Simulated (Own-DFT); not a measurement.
# Reading a pressure off an energy slope: alpha-quartz SiO2, 70 atoms (O46Si24), with two O vacancies

Calculated, not measured. Each geometry was run twice at fixed positions with Own-DFT, a retired in-house plane-wave program that no person has reviewed: with PBE, and with HSE06 (exact exchange share 0.25 at short range, screening 0.11 per bohr, Gygi-Baldereschi treatment of its divergence). Both used PseudoDojo norm-conserving files made for PBE, a cutoff of 48 hartree, the Gamma point alone, fixed occupations, a neutral cell and no spin. One k point on a cell 8.5 Å thick isn't converged, and results move with the size of the cell. The oxygen file's force components were 24 meV/Å off all-electron values in a glass.

Unstrained cell vectors in Å: (9.827, 0.000, 0.000); (-4.913, 8.510, 0.000); (0.000, 0.000, 10.810), volume V0 = 904.1 Å³, from measured lattice constants. Each geometry has its own random strain of a few per cent, its own defect sites and random moves of rms u per axis. HSE06 gave the energy alone. D is its energy less that of PBE, over the lowest D shown. The PBE stress wasn't checked against mesh or cutoff.

```
run,V - V0 (Å³),u (Å),P with PBE (GPa),D (eV)
1,3.2,0.0283,6.90,0.911
2,40.2,0.0296,-0.53,1.919
3,-25.6,0.0295,12.94,0.245
4,17.9,0.0310,3.34,1.426
5,21.5,0.0318,3.20,1.544
6,6.1,0.0292,6.12,0.990
7,20.9,0.0308,3.77,1.375
8,23.8,0.0295,2.48,1.493
9,6.1,0.0294,6.41,1.038
10,-35.7,0.0288,16.47,0.000
11,-17.6,0.0319,13.26,0.303
12,5.3,0.0286,6.29,1.008
13,36.0,0.0284,-0.16,1.875
14,19.4,0.0293,2.89,?
```

## Fit

D = 0.88 + 0.0265 (V - V0) eV, with an error of 0.0008 on the volume slope and a scatter of 0.06 eV. Pressure is -dE/dV, and 1 eV/Å³ is 160.2 GPa, so HSE06 changes the pressure by -4.2 ± 0.1 GPa. Turning this into a change of volume would need the relaxed stiffness: quartz yields by tilting its tetrahedra, which these fixed-ion runs don't allow.

## Withheld run

Asked: what D should run 14 give?

From the fit: 1.39 eV, with rows scattering by 0.06. Computed: 1.452 eV.
